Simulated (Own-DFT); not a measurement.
# A layer strained by its substrate: wurtzite AlGaN with randomly placed atoms, 72 atoms (Al27Ga9N36)

Calculated, not measured: single-point runs of Own-DFT, a retired in-house plane-wave DFT program that no person has reviewed, on unrelaxed cells, without spin or spin-orbit coupling.

Method: PBE; PseudoDojo norm-conserving scalar-relativistic files (stringent for Ga); cutoff 96 hartree; 4 x 4 x 3 k mesh centred on Gamma; Gaussian smearing of 0.01 eV.

Known weak points: forces on such cells passed a denser k mesh, each cell not checked; stress not checked against mesh or cutoff.

Unstrained cell vectors in Å: (9.394, 0.000, 0.000); (-4.697, 8.135, 0.000); (0.000, 0.000, 10.066). The unstrained cell has measured lattice constants (interpolated for alloys), not those of this functional. That, the random moves and any unrelaxed bonds set the pressure at no strain. Each run strains x and y alike by e, as a substrate would, and holds the height along z. Each coordinate of each atom was shifted by a normal deviate of width 0.05 Å. The random placing of the alloy's atoms differs from row to row. Stress is positive in tension.

| e (%) | u (Å) | (s_xx + s_yy)/2 (GPa) | s_zz (GPa) |
|---|---|---|---|
| -3.00 | 0.055 | -28.15 | -10.57 |
| -2.50 | 0.048 | ? | ? |
| -1.75 | 0.052 | -16.96 | -9.28 |
| -1.50 | 0.052 | -14.88 | -11.19 |
| -0.50 | 0.048 | -9.57 | -6.41 |
| 0.25 | 0.044 | -4.99 | -4.93 |
| 0.50 | 0.049 | -4.34 | -4.90 |
| 1.75 | 0.054 | 3.15 | -6.45 |
| 2.00 | 0.050 | 3.70 | -2.64 |
| 2.75 | 0.053 | 6.55 | -2.37 |

## What the rows give

With e as a fraction, the in-plane stress is -6.2 + 580 e - 4339 e² GPa (errors 14 and 818, scatter 0.74), and s_zz is -6.6 + 151 e GPa (slope ± 28, scatter 1.53). At e = 0 the first slope is C11 + C12 and the second 2 C13, both with the ions held to the strained lattice and at the cell's own pressure. The term in e² is negative: the layer stiffens under compression and softens under tension. A free layer would change its height as e changes, and the in-plane slope would drop by 2 C13²/C33 to the biaxial modulus. At fixed height, a misfit of 1 % moves the in-plane stress by about 5.8 GPa and s_zz by 1.5 GPa.

## The run left out

Asked: what are the two stresses at e = -2.50 %?

Estimate: -23.4 and -10.4 GPa. DFT gave -21.57 and -11.01 GPa.
